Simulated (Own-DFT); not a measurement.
# Point defects and the pressure they add: zincblende GaAs

The numbers are computed, not measured, by runs of the plane-wave DFT program Own-DFT (in-house, retired, unreviewed) at fixed positions, with no spin and no spin-orbit coupling.

Settings: PBE; PseudoDojo norm-conserving scalar-relativistic files; cutoff 42 hartree; 3 x 3 x 3 k mesh centred on Gamma; Fermi-Dirac smearing of 0.1 eV.

Limits (not all hold for every row): not probed for a lower state with spin; forces not confirmed at this smearing and k mesh; stress not checked against mesh or cutoff.

All runs share one cell, with vectors in Å (11.737, 0.000, 0.000); (0.000, 11.737, 0.000); (0.000, 0.000, 10.919) and a volume of 1504.3 Å³, strained against the parent crystal. u is the rms random offset of the atoms per axis. The defect's site can differ from row to row.

| cell | formula | u (Å) | P (GPa) |
|---|---|---|---|
| no defect | As32Ga32 | 0.0287 | 0.76 |
| no defect | As32Ga32 | 0.0329 | 0.77 |
| no defect | As32Ga32 | 0.0470 | 0.98 |
| one In on a Ga site | As32Ga31In | 0.0309 | 1.35 |
| one In on a Ga site | As32Ga31In | 0.0505 | 1.63 |
| one In on a Ga site | As32Ga31In | 0.0515 | 1.71 |
| one P on an As site | As31Ga32P | 0.0309 | 0.51 |
| one P on an As site | As31Ga32P | 0.0457 | 0.70 |
| one P on an As site | As31Ga32P | 0.0539 | 0.87 |
| one Al on a Ga site | AlAs32Ga31 | 0.0268 | 0.70 |
| one Al on a Ga site | AlAs32Ga31 | 0.0310 | 0.71 |
| one Al on a Ga site | AlAs32Ga31 | 0.0501 | ? |
| one Al on a Ga site | AlAs32Ga31 | 0.0503 | 1.07 |
| one As vacancy and one Ga vacancy | As31Ga31 | 0.0320 | 0.53 |
| one As vacancy and one Ga vacancy | As31Ga31 | 0.0456 | 0.60 |
| one As vacancy and one Ga vacancy | As31Ga31 | 0.0504 | 0.80 |

## Worked fit

P = P0 + c u² + a shift for each defect gives P0 = 0.58 GPa, c = 188 ± 15 GPa/Å² and a scatter of 0.04 GPa. The shifts, and each times the cell's volume:

- one In on a Ga site: 0.59 ± 0.04 GPa, 5.6 eV
- one Al on a Ga site: -0.02 ± 0.03 GPa, -0.2 eV (not resolved)
- one P on an As site: -0.26 ± 0.03 GPa, -2.4 eV
- one As vacancy and one Ga vacancy: -0.29 ± 0.03 GPa, -2.7 eV

A positive shift means that the defect pushes the cell outwards. Shift times volume (160.2 GPa Å³ is 1 eV) depends little on the cell's size, so, taken for each site, it can be compared between cells at like pressure. The atoms around the defects weren't relaxed, which would change these numbers.

## Check

The question: what pressure belongs in the blank (one Al on a Ga site, u = 0.0501 Å)?

The fitted form gives 1.04 ± 0.05 GPa. DFT gave 1.06 GPa.
